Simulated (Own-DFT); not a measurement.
# Point defects and the pressure they add: D0_22 TiAl3

No measurement is shown. These are fixed-geometry runs of a retired plane-wave code named Own-DFT, which no person has reviewed; spin and spin-orbit coupling are neglected.

Method: PBE; PseudoDojo norm-conserving scalar-relativistic files; cutoff 42 hartree; 4 x 4 x 4 k mesh centred on Gamma; cold (Marzari-Vanderbilt) smearing of 0.2 eV.

Keep in mind: forces on such cells failed a check on a denser k mesh; stress not checked against mesh or cutoff.

All runs share one cell, with vectors in Å (-2.365, -6.981, 4.326); (-7.667, 3.491, 1.442); (-2.950, -3.488, -7.241) and a volume of 625.4 Å³. Atoms were moved at random from their sites; u is the rms move along one axis. The defect's site can differ from row to row.

```
cell,formula,u (Å),P (GPa)
no defect,Al30Ti10,0.0197,1.95
no defect,Al30Ti10,0.0495,2.65
no defect,Al30Ti10,0.0517,2.64
two Ti on an Al site each,Al28Ti12,0.0288,?
two Ti on an Al site each,Al28Ti12,0.0303,3.29
two Ti on an Al site each,Al28Ti12,0.0460,3.79
two Ti on an Al site each,Al28Ti12,0.0502,3.60
two Al vacancies,Al28Ti10,0.0304,1.20
two Al vacancies,Al28Ti10,0.0491,1.41
two Al vacancies,Al28Ti10,0.0512,1.70
two Al on a Ti site each,Al32Ti8,0.0334,2.95
two Al on a Ti site each,Al32Ti8,0.0465,3.36
two Al on a Ti site each,Al32Ti8,0.0578,3.81
```

## Fit

P = P0 + c u² + a shift for each defect gives P0 = 1.85 GPa, c = 309 ± 42 GPa/Å² and a scatter of 0.12 GPa. The shifts, and each times the cell's volume:

- two Ti on an Al site each: 1.14 ± 0.10 GPa, 4.4 eV (2.2 eV for each of its 2 sites)
- two Al on a Ti site each: 0.85 ± 0.10 GPa, 3.3 eV (1.7 eV for each of its 2 sites)
- two Al vacancies: -1.02 ± 0.10 GPa, -4.0 eV (-2.0 eV for each of its 2 sites)

A positive shift means that the defect pushes the cell outwards. Shift times volume (160.2 GPa Å³ is 1 eV) depends little on the cell's size, so, taken for each site, it can be compared between cells at like pressure. The atoms around the defects weren't relaxed, which would change these numbers.

## Withheld run

Q: what pressure belongs in the blank (two Ti on an Al site each, u = 0.0288 Å)?

Estimate: 3.24 ± 0.15 GPa. DFT gave 3.35 GPa.
